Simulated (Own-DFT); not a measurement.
# Shaking the atoms of beta-Si3N4, 112 atoms (N64Si48)

These are calculations, not measurements. They come from Own-DFT, an in-house plane-wave density functional program, since retired, whose code no person has reviewed. Each row is one single-point run on a periodic cell that was not relaxed, without spin or spin-orbit coupling.

Settings of every run: PBEsol; PseudoDojo norm-conserving scalar-relativistic files, made for PBE; cutoff 42 hartree; 2 x 2 x 4 k mesh centred on Gamma; Fermi-Dirac smearing of 0.1 eV.

Known limits, some of them of some rows only: some atoms lie very close together; forces on such cells moved up to 12 meV/angstrom on a denser k mesh; stress not checked against mesh or cutoff.

Cell vectors in Å: (15.212, 0.000, 0.000); (-7.606, 13.174, 0.000); (0.000, 0.000, 5.818). In each run every atom was moved at random and independently from its ideal site; u is the rms move along one axis. E is the free energy for each atom above the fitted value at u = 0, and F the rms of the force components.

```
run,u (Å),E (meV/atom),F (eV/Å),largest force (eV/Å),P (GPa)
1,0.0196,18.4,0.889,3.32,3.04
2,0.0201,?,?,?,?
3,0.0499,115.9,2.090,10.68,6.01
4,0.0538,155.1,2.502,9.66,7.23
5,0.0941,422.1,4.155,18.36,13.74
6,0.0969,423.7,4.138,19.36,13.67
7,0.1018,536.9,5.193,22.48,16.96
8,0.1582,1139.9,8.736,40.85,32.18
```

## Worked fit

For small independent moves the energy grows as E = (3/2) K u², with K the mean stiffness felt by one atom. The runs with u up to 0.11 Å give K = 32.6 ± 1.2 eV/Å², with residuals divided by u² + 0.0006 Å², since the noise grows with the moves. The scatter is 9.9 meV/atom at u = 0.05 Å. The forces follow F = G u with G = 45.4 eV/Å²; no force at u = 0 is resolved. G exceeds K because the moves of its neighbours add to the force on an atom, and stiffness differs between atoms. At u = 0.158 Å the parabola gives 1222 meV/atom and the run 1140. The pressure follows P = 2.91 + 1257 u² GPa: at fixed volume, shortened bonds push harder than stretched ones pull.

## Withheld run

Question: what energy and rms force should run 2 give?

The fit gives 20 ± 3 meV/atom and about 0.91 eV/Å. The calculation gave 18.1 meV/atom and 0.923 eV/Å.
